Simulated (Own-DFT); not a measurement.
# Computed records: GaN (wurtzite, strained, atoms displaced)

Computed with Own-DFT development build. A calculation, not a measurement: plane-wave PBE density functional theory by an unreviewed code, no spin, of a simulated periodic cell, stress positive in tension, free energy of the whole cell less one offset for each atom, forces on such cells passed a denser k mesh, this cell's mesh not checked; offsets are fitted by least squares, one for each functional and potential file, so energies compare only between cells with the same atoms and settings and are not formation energies; the far tail of each file's local potential was reset to the Coulomb form; each entry is a single point on an unrelaxed cell, so the pressure reflects the starting lattice, mostly measured values (interpolated for alloys), from which strain is counted, and rises with the displacements; printed positions are rounded, which can move forces by about a meV/angstrom; the program, named Own-DFT, is a retired in-house code; no spin-orbit coupling.

Common to all runs: functional PBE; potential files PseudoDojo norm-conserving, scalar-relativistic, standard set with the stringent files for Ga; wave cutoff 96 hartree; occupations Gaussian; smearing width 0.01 eV; k mesh 3 x 4 x 3 centred on Gamma.

(1) GaN (wurtzite, strained, atoms displaced)

```
GaN
1.0
     12.7560     0.0000     0.0000
     -4.7835     8.2853     0.0000
      0.0000     0.0000    10.2922
Ga N Ga N Ga N Ga N Ga N Ga N Ga N Ga N Ga N Ga N Ga N Ga N Ga N Ga N Ga N Ga N Ga N Ga N Ga N Ga N Ga N Ga N Ga N Ga N
2 2 2 2 2 2 2 2 2 2 2 2 2 2 2 2 2 2 2 2 2 2 2 2 2 2 2 2 2 2 2 2 2 2 2 2 2 2 2 2 2 2 2 2 2 2 2 2
Direct
  0.08357 0.21439 0.99914
  0.15807 0.10301 0.25320
  0.08836 0.22046 0.18655
  0.16940 0.11419 0.43828
  0.07971 0.21579 0.50499
  0.15654 0.09109 0.74667
  0.08718 0.22954 0.69050
  0.16779 0.11577 0.93438
  0.08712 0.55555 0.99979
  0.17113 0.44249 0.25915
  0.08215 0.55468 0.19174
  0.16956 0.44010 0.43594
  0.08999 0.56671 0.50111
  0.17134 0.43942 0.74450
  0.09001 0.56428 0.69395
  0.15644 0.43514 0.93938
  0.08223 0.88783 0.00109
  0.16031 0.77778 0.24004
  0.07259 0.88352 0.19167
  0.16378 0.77536 0.42537
  0.07694 0.88758 0.49672
  0.16878 0.79006 0.73895
  0.08834 0.90102 0.68006
  0.16450 0.77663 0.93716
  0.33323 0.22305 0.00615
  0.42003 0.11175 0.24890
  0.33256 0.21806 0.18594
  0.42727 0.11391 0.44023
  0.33356 0.21568 0.49958
  0.42148 0.10784 0.74952
  0.33483 0.22396 0.69743
  0.41756 0.11470 0.93345
  0.34060 0.55633 0.00714
  0.41829 0.44070 0.25191
  0.33018 0.55776 0.18918
  0.41222 0.44073 0.43980
  0.33122 0.56423 0.50463
  0.41524 0.44437 0.75476
  0.32861 0.54985 0.69078
  0.41102 0.43236 0.93726
  0.33820 0.88639 0.00547
  0.41944 0.78444 0.24415
  0.33299 0.88616 0.18593
  0.41895 0.78478 0.44161
  0.33695 0.88662 0.49722
  0.41908 0.78120 0.74564
  0.32705 0.87524 0.69083
  0.41739 0.77640 0.93859
  0.58809 0.23142 0.99199
  0.66308 0.10626 0.25633
  0.58514 0.21130 0.19330
  0.67853 0.13170 0.43241
  0.58695 0.22301 0.50676
  0.66884 0.10507 0.75569
  0.57920 0.22044 0.68555
  0.66800 0.11692 0.93668
  0.58556 0.56214 0.99218
  0.66935 0.44863 0.25886
  0.58609 0.55166 0.19031
  0.66512 0.43388 0.44370
  0.58456 0.54979 0.49778
  0.66766 0.43955 0.75072
  0.58423 0.55637 0.68999
  0.66390 0.45612 0.94236
  0.57223 0.88330 0.98235
  0.66109 0.77717 0.24788
  0.59048 0.89162 0.19313
  0.66380 0.77552 0.43735
  0.59161 0.89802 0.50169
  0.66434 0.77601 0.74806
  0.58960 0.89699 0.68416
  0.66803 0.77730 0.94325
  0.83751 0.22702 0.00123
  0.90626 0.11211 0.24912
  0.83196 0.21615 0.18653
  0.91469 0.11587 0.44037
  0.83241 0.22521 0.50421
  0.91668 0.10348 0.74900
  0.83914 0.22295 0.69249
  0.91159 0.10969 0.93825
  0.82678 0.55078 0.00133
  0.91673 0.43590 0.24677
  0.83723 0.55736 0.18896
  0.91480 0.44433 0.43966
  0.83545 0.55815 0.49004
  0.91753 0.44946 0.74564
  0.83479 0.56000 0.68610
  0.92050 0.44861 0.93801
  0.83302 0.88442 0.00383
  0.91176 0.77265 0.25189
  0.83618 0.90195 0.18975
  0.91850 0.78502 0.44298
  0.83167 0.88486 0.50965
  0.91187 0.77063 0.75640
  0.83907 0.89769 0.68984
  0.91816 0.77670 0.93631
```

```
free energy of cell above offsets : -4.104 eV
pressure                          : 8.48 GPa
stress xx                         : -6.97 GPa
stress yy                         : -7.81 GPa
stress zz                         : -10.65 GPa
stress yz                         : -0.98 GPa
stress xz                         : -0.09 GPa
stress xy                         : 0.72 GPa
```

Force:
| element | x (eV/Å) | y (eV/Å) | z (eV/Å) |
| --- | --- | --- | --- |
| Ga | -1.219 | 0.802 | 0.14 |
| Ga | 0.772 | 0.639 | -0.385 |
| N | -1.494 | 0.303 | 0.587 |
| N | -0.322 | -0.826 | 0.37 |
| Ga | 0.078 | 0.732 | -0.779 |
| Ga | 0.618 | 5.723 | 1.628 |
| N | -0.04 | -2.421 | -0.388 |
| N | 0.616 | -1.529 | 0.335 |
| Ga | -0.473 | 0.067 | 0.068 |
| Ga | -1.126 | -0.417 | -2.3 |
| N | 0.643 | -0.425 | -0.449 |
| N | -0.905 | 0.452 | 2.235 |
| Ga | -0.284 | -1.516 | -0.189 |
| Ga | -2.191 | 0.873 | 2.214 |
| N | -0.462 | -0.537 | -1.146 |
| N | 2.064 | 0.72 | -0.458 |
| Ga | 0.431 | 0.439 | -0.154 |
| Ga | 0.732 | -0.367 | 0.268 |
| N | 0.941 | 0.527 | -0.752 |
| N | 0.246 | 1.262 | 1.631 |
| Ga | 2.026 | 0.786 | -0.641 |
| Ga | -0.419 | -1.615 | 2.043 |
| N | -0.799 | -4.503 | -0.444 |
| N | 0.615 | 0.81 | 0.023 |
| Ga | 0.032 | -1.234 | -1.573 |
| Ga | -0.198 | -0.079 | 0.107 |
| N | -0.112 | -0.191 | 1.543 |
| N | -1.413 | -0.74 | -0.248 |
| Ga | 0.082 | 0.66 | 0.955 |
| Ga | -2.071 | -0.253 | -0.141 |
| N | 0.043 | -1.087 | -1.333 |
| N | 0.695 | -0.583 | 1.292 |
| Ga | -1.688 | -1.341 | -1.206 |
| Ga | -0.625 | 0.17 | -0.024 |
| N | 1.587 | 0.338 | 0.545 |
| N | 0.498 | 0.498 | 0.245 |
| Ga | 1.255 | -0.99 | -0.819 |
| Ga | 0.183 | -0.598 | -1.175 |
| N | 1.789 | 1.837 | -0.186 |
| N | 0.392 | 2.249 | 0.941 |
| Ga | -1.823 | 0.8 | -1.808 |
| Ga | 0.594 | -0.683 | 1.074 |
| N | -0.581 | 0.481 | 0.871 |
| N | 1.395 | -0.469 | -0.695 |
| Ga | -1.759 | 0.785 | 0.063 |
| Ga | -0.197 | -1.176 | 0.103 |
| N | 1.294 | 2.15 | -1.116 |
| N | -1.373 | -1.283 | -1.128 |
| Ga | -0.778 | -0.892 | 1.605 |
| Ga | 1.001 | 0.334 | -1.693 |
| N | -1.141 | 1.97 | -1.453 |
| N | -0.772 | -2.167 | 2.183 |
| Ga | 0.204 | -0.63 | -1.203 |
| Ga | 0.1 | 2.019 | -1.09 |
| N | 1.873 | 0.117 | 1.53 |
| N | 0.083 | -0.612 | 0.613 |
| Ga | -1.676 | -0.934 | 1.727 |
| Ga | 0.488 | -1.353 | -1.315 |
| N | -0.655 | 0.449 | -0.513 |
| N | -0.137 | 1.937 | -0.255 |
| Ga | -1.224 | 0.145 | 0.312 |
| Ga | -0.514 | 0.717 | -0.295 |
| N | 0.079 | -0.182 | -0.03 |
| N | 1.845 | -1.509 | -1.252 |
| Ga | 3.449 | 2.24 | 2.733 |
| Ga | 1.88 | -0.471 | 0.272 |
| N | -2.212 | -0.2 | -1.679 |
| N | 0.694 | 0.031 | 0.628 |
| Ga | -0.546 | 0.034 | -1.596 |
| Ga | 0.924 | 0.175 | 0.322 |
| N | -0.495 | -1.172 | 1.073 |
| N | -1.015 | 0.877 | -1.331 |
| Ga | -0.145 | -0.157 | -0.655 |
| Ga | 3.038 | 0.285 | 1.055 |
| N | -1.78 | 1.198 | -0.208 |
| N | 0.393 | -0.892 | 0.082 |
| Ga | 1.195 | 0.593 | 0.278 |
| Ga | 0.02 | 2.66 | 1.126 |
| N | -1.126 | -0.018 | -0.184 |
| N | 0.971 | -0.738 | 0.023 |
| Ga | 1.519 | 0.548 | -0.095 |
| Ga | -0.16 | 0.631 | 0.552 |
| N | -0.735 | -0.792 | 0.387 |
| N | 0.92 | 0.481 | -0.244 |
| Ga | -0.006 | -0.132 | 1.165 |
| Ga | 1.088 | -0.231 | 0.612 |
| N | -0.312 | -0.668 | -0.316 |
| N | -1.276 | -0.206 | 0.052 |
| Ga | -0.038 | 1.23 | -0.235 |
| Ga | -0.902 | 0.951 | 0.026 |
| N | 0.202 | -2.687 | 0.103 |
| N | -1.113 | -1.247 | -0.883 |
| Ga | -0.682 | 0.897 | -2.026 |
| Ga | 0.362 | 0.961 | -1.34 |
| N | -0.314 | -2.617 | 0.569 |
| N | -0.617 | -0.214 | 1.119 |

(2) GaN (wurtzite, strained, atoms displaced)

```
GaN
1.0
     12.7560     0.0000     0.0000
     -4.7835     8.2853     0.0000
      0.0000     0.0000    10.2922
Ga N Ga N Ga N Ga N Ga N Ga N Ga N Ga N Ga N Ga N Ga N Ga N Ga N Ga N Ga N Ga N Ga N Ga N Ga N Ga N Ga N Ga N Ga N Ga N
2 2 2 2 2 2 2 2 2 2 2 2 2 2 2 2 2 2 2 2 2 2 2 2 2 2 2 2 2 2 2 2 2 2 2 2 2 2 2 2 2 2 2 2 2 2 2 2
Direct
  0.08118 0.21081 0.99773
  0.16957 0.11251 0.24895
  0.08185 0.22388 0.19255
  0.15860 0.10828 0.44308
  0.08837 0.21997 0.49267
  0.16862 0.11104 0.74348
  0.08779 0.22659 0.68461
  0.16591 0.11237 0.93985
  0.08434 0.55971 0.00175
  0.16477 0.43855 0.25648
  0.09017 0.55644 0.18800
  0.17021 0.45088 0.43474
  0.07874 0.55169 0.50214
  0.17020 0.43704 0.75484
  0.08391 0.55480 0.69521
  0.16562 0.44284 0.93874
  0.07706 0.87249 0.00155
  0.16513 0.77652 0.24965
  0.07262 0.87163 0.18604
  0.16815 0.77875 0.44166
  0.08642 0.90074 0.49872
  0.16708 0.77275 0.74830
  0.08579 0.88984 0.68361
  0.16357 0.77274 0.93851
  0.33537 0.22716 0.00836
  0.41615 0.09924 0.24637
  0.32980 0.22662 0.19293
  0.41486 0.10200 0.43739
  0.32926 0.21640 0.50619
  0.41995 0.11536 0.74806
  0.33269 0.21898 0.69297
  0.41159 0.11149 0.93470
  0.33207 0.55501 0.99754
  0.41574 0.44380 0.24869
  0.33260 0.55792 0.18156
  0.41568 0.44627 0.43990
  0.32857 0.55909 0.49883
  0.41478 0.44832 0.75415
  0.33293 0.54834 0.68910
  0.41629 0.44225 0.93937
  0.33222 0.89003 0.99996
  0.41846 0.77268 0.25177
  0.33017 0.87751 0.19192
  0.42002 0.77664 0.43787
  0.33040 0.88896 0.49864
  0.41793 0.78164 0.75115
  0.34014 0.89359 0.69368
  0.41573 0.78253 0.93678
  0.58985 0.22519 0.00841
  0.66070 0.10532 0.25196
  0.58587 0.22285 0.18056
  0.66137 0.09947 0.43389
  0.58498 0.21613 0.50782
  0.67474 0.11851 0.75207
  0.58427 0.21842 0.68415
  0.65805 0.10451 0.94324
  0.58297 0.54929 0.99287
  0.67309 0.44411 0.25892
  0.58935 0.56370 0.17768
  0.66223 0.44469 0.42880
  0.57751 0.54324 0.50477
  0.66934 0.44395 0.74309
  0.57890 0.53994 0.68477
  0.65832 0.44284 0.94026
  0.58251 0.89071 0.00304
  0.66766 0.78223 0.25114
  0.58317 0.87923 0.18776
  0.67245 0.78102 0.44153
  0.59063 0.89176 0.50991
  0.66134 0.77548 0.75075
  0.58407 0.88979 0.67744
  0.66963 0.77403 0.94543
  0.83233 0.21670 0.00393
  0.91703 0.11028 0.24813
  0.82988 0.22072 0.18710
  0.91400 0.10441 0.44286
  0.82751 0.21385 0.49210
  0.91773 0.10625 0.75029
  0.82601 0.21321 0.69335
  0.91490 0.11559 0.93053
  0.83365 0.55478 0.00737
  0.92140 0.44893 0.25073
  0.83796 0.56154 0.18037
  0.91728 0.44774 0.43879
  0.83620 0.55788 0.50193
  0.91870 0.45359 0.75300
  0.83660 0.55647 0.68114
  0.92098 0.45543 0.93897
  0.82757 0.88579 0.00165
  0.91799 0.77511 0.25603
  0.83631 0.89154 0.18668
  0.92350 0.78972 0.43742
  0.83781 0.89968 0.49883
  0.92010 0.77616 0.75438
  0.83257 0.87403 0.68674
  0.91880 0.78001 0.93536
```

```
free energy of cell above offsets : -4.392 eV
pressure                          : 8.69 GPa
stress xx                         : -7.01 GPa
stress yy                         : -5.71 GPa
stress zz                         : -13.36 GPa
stress yz                         : -0.01 GPa
stress xz                         : 0.41 GPa
stress xy                         : 0.31 GPa
```

Force:
| element | x (eV/Å) | y (eV/Å) | z (eV/Å) |
| --- | --- | --- | --- |
| Ga | -0.878 | 1.317 | 0.41 |
| Ga | -1.246 | -1.176 | -0.002 |
| N | 0.579 | -0.77 | -0.495 |
| N | 2.844 | 0.799 | -1.949 |
| Ga | -2.832 | 1.739 | 1.401 |
| Ga | -0.419 | -0.402 | 1.485 |
| N | -0.445 | -1.058 | -0.244 |
| N | 0.976 | -1.134 | -0.233 |
| Ga | 0.806 | -1.067 | -0.195 |
| Ga | 0.472 | 1.181 | -2.139 |
| N | -0.975 | -0.425 | 0.521 |
| N | -1.027 | -1.145 | 1.468 |
| Ga | 0.798 | 0.744 | 0.473 |
| Ga | -1.05 | 0.764 | -0.312 |
| N | 0.482 | -0.715 | -1.092 |
| N | -0.105 | -0.373 | 0.557 |
| Ga | 0.055 | 1.895 | -0.562 |
| Ga | 0.187 | -0.356 | 0.577 |
| N | 1.474 | 2.14 | 0.534 |
| N | -0.969 | -0.326 | -0.355 |
| Ga | 0.611 | -2.623 | 0.402 |
| Ga | 0.098 | 1.186 | 0.108 |
| N | 0.112 | -0.341 | 0.883 |
| N | 0.562 | 0.739 | -0.248 |
| Ga | -0.309 | -0.895 | -1.523 |
| Ga | -0.483 | 1.094 | 0.371 |
| N | 1.579 | -1.08 | 0.05 |
| N | -0.239 | 1.551 | -0.012 |
| Ga | 0.588 | 0.802 | -0.965 |
| Ga | -0.153 | -0.343 | 0.713 |
| N | 0.193 | 0.722 | -0.651 |
| N | 0.871 | 0.272 | 1.317 |
| Ga | -0.021 | 0.219 | -0.144 |
| Ga | 0.658 | 1.536 | 0.101 |
| N | 0.185 | -0.836 | 1.248 |
| N | -0.478 | -0.899 | -0.156 |
| Ga | 1.644 | 0.145 | 0.434 |
| Ga | 1.068 | -1.246 | -0.378 |
| N | -0.754 | 1.485 | -0.245 |
| N | -0.472 | 0.516 | -0.008 |
| Ga | -0.236 | 0.187 | -0.239 |
| Ga | -0.131 | -0.239 | -0.025 |
| N | -0.004 | 0.958 | -0.744 |
| N | -0.332 | 0.543 | 0.603 |
| Ga | 1.34 | -0.826 | 0.683 |
| Ga | 0.459 | -0.552 | -0.491 |
| N | -1.097 | -0.513 | -1.036 |
| N | 0.706 | -0.571 | 0.358 |
| Ga | -1.744 | -0.044 | -3.268 |
| Ga | 0.515 | -0.242 | -1.14 |
| N | -0.449 | -0.268 | 3.611 |
| N | -0.09 | 1.435 | 0.673 |
| Ga | -0.69 | 0.126 | -2.679 |
| Ga | -2.155 | -1.818 | 0.881 |
| N | 0.292 | 0.5 | 1.686 |
| N | 1.488 | 0.941 | -0.937 |
| Ga | -1.404 | 1.057 | 1.203 |
| Ga | -1.12 | 0.528 | -4.223 |
| N | -0.049 | -1.21 | 1.97 |
| N | 1.308 | -0.674 | 3.961 |
| Ga | -0.22 | 1.594 | -1.586 |
| Ga | 0.047 | -0.22 | 1.293 |
| N | -0.507 | 1.306 | 1.402 |
| N | 3.269 | -0.818 | -1.54 |
| Ga | 0.209 | -1.335 | -0.335 |
| Ga | 1.188 | -1.152 | 0.337 |
| N | -1.21 | 1.513 | 0.148 |
| N | -0.451 | -0.824 | -0.157 |
| Ga | -0.463 | -1.571 | -4.448 |
| Ga | 1.212 | -0.244 | -0.144 |
| N | -0.072 | -0.008 | 5.271 |
| N | -2.019 | 0.182 | -1.864 |
| Ga | -0.562 | 0.986 | -1.139 |
| Ga | -0.39 | -0.169 | 0.324 |
| N | 0.267 | 0.228 | 1.124 |
| N | 0.18 | 2.926 | -1.314 |
| Ga | 0.344 | 0.776 | 1.191 |
| Ga | -0.135 | -0.139 | -1.466 |
| N | 2.413 | 1.956 | -1.641 |
| N | 0.484 | -0.831 | 1.757 |
| Ga | -0.875 | 0.21 | -3.002 |
| Ga | -0.015 | -0.201 | -0.816 |
| N | 0.001 | -0.916 | 3.474 |
| N | -0.227 | -1.088 | -0.224 |
| Ga | -0.816 | 0.781 | -1.5 |
| Ga | 0.552 | -1.404 | -0.179 |
| N | -0.475 | -0.149 | 1.468 |
| N | -0.51 | -1.504 | 0.365 |
| Ga | 1.677 | 0.748 | -0.369 |
| Ga | -1.357 | 0.196 | -0.742 |
| N | 0.008 | -0.209 | 0.534 |
| N | -0.387 | -1.377 | 0.645 |
| Ga | 0.221 | -2.994 | 0.906 |
| Ga | -0.058 | 0.219 | -1.185 |
| N | -0.961 | 1.244 | 0.48 |
| N | -0.955 | -0.669 | 0.94 |
